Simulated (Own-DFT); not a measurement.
# Point defects and the pressure they add: C11b WSi2

Everything here is calculated. The program is Own-DFT (plane waves, in-house, since retired, never reviewed by a person); positions were held fixed, and spin and spin-orbit coupling were off.

Settings: PBE; PseudoDojo norm-conserving scalar-relativistic files; cutoff 50 hartree; 5 x 5 x 5 k mesh centred on Gamma; cold (Marzari-Vanderbilt) smearing of 0.2 eV.

Known weak points: forces on such cells failed a check on a denser k mesh; stress not checked against mesh or cutoff.

All runs share one cell, with vectors in Å (-2.148, -5.953, 3.409); (-6.444, 2.976, 1.136); (-2.553, -2.948, -6.757) and a volume of 403.2 Å³. Atoms were moved at random from their sites; u is the rms move along one axis. The defect's site can differ from row to row.

| cell | formula | u (Å) | P (GPa) |
|---|---|---|---|
| no defect | Si20W10 | 0.0193 | 4.61 |
| no defect | Si20W10 | 0.0199 | 4.36 |
| no defect | Si20W10 | 0.0508 | 5.92 |
| one Si vacancy | Si19W10 | 0.0282 | 3.41 |
| one Si vacancy | Si19W10 | 0.0457 | 3.65 |
| one Si vacancy | Si19W10 | 0.0490 | 4.47 |
| one W on a Si site | Si19W11 | 0.0279 | 10.43 |
| one W on a Si site | Si19W11 | 0.0545 | 11.32 |
| one W on a Si site | Si19W11 | 0.0578 | 11.75 |
| one Si on a W site | Si21W9 | 0.0291 | 6.38 |
| one Si on a W site | Si21W9 | 0.0323 | 6.13 |
| one Si on a W site | Si21W9 | 0.0478 | ? |
| one Si on a W site | Si21W9 | 0.0480 | 7.31 |

## Working it out

P = P0 + c u² + a shift for each defect gives P0 = 4.32 GPa, c = 576 ± 83 GPa/Å² and a scatter of 0.26 GPa. The shifts, and each times the cell's volume:

- one W on a Si site: 5.49 ± 0.23 GPa, 13.8 eV
- one Si on a W site: 1.48 ± 0.21 GPa, 3.7 eV
- one Si vacancy: -1.49 ± 0.22 GPa, -3.8 eV

A positive shift means that the defect pushes the cell outwards. Shift times volume (160.2 GPa Å³ is 1 eV) depends little on the cell's size, so, taken for each site, it can be compared between cells at like pressure. The atoms around the defects weren't relaxed, which would change these numbers.

## Test on the hidden row

Question: what pressure belongs in the blank (one Si on a W site, u = 0.0478 Å)?

From the fit: 7.12 ± 0.31 GPa. Computed: 7.55 GPa.
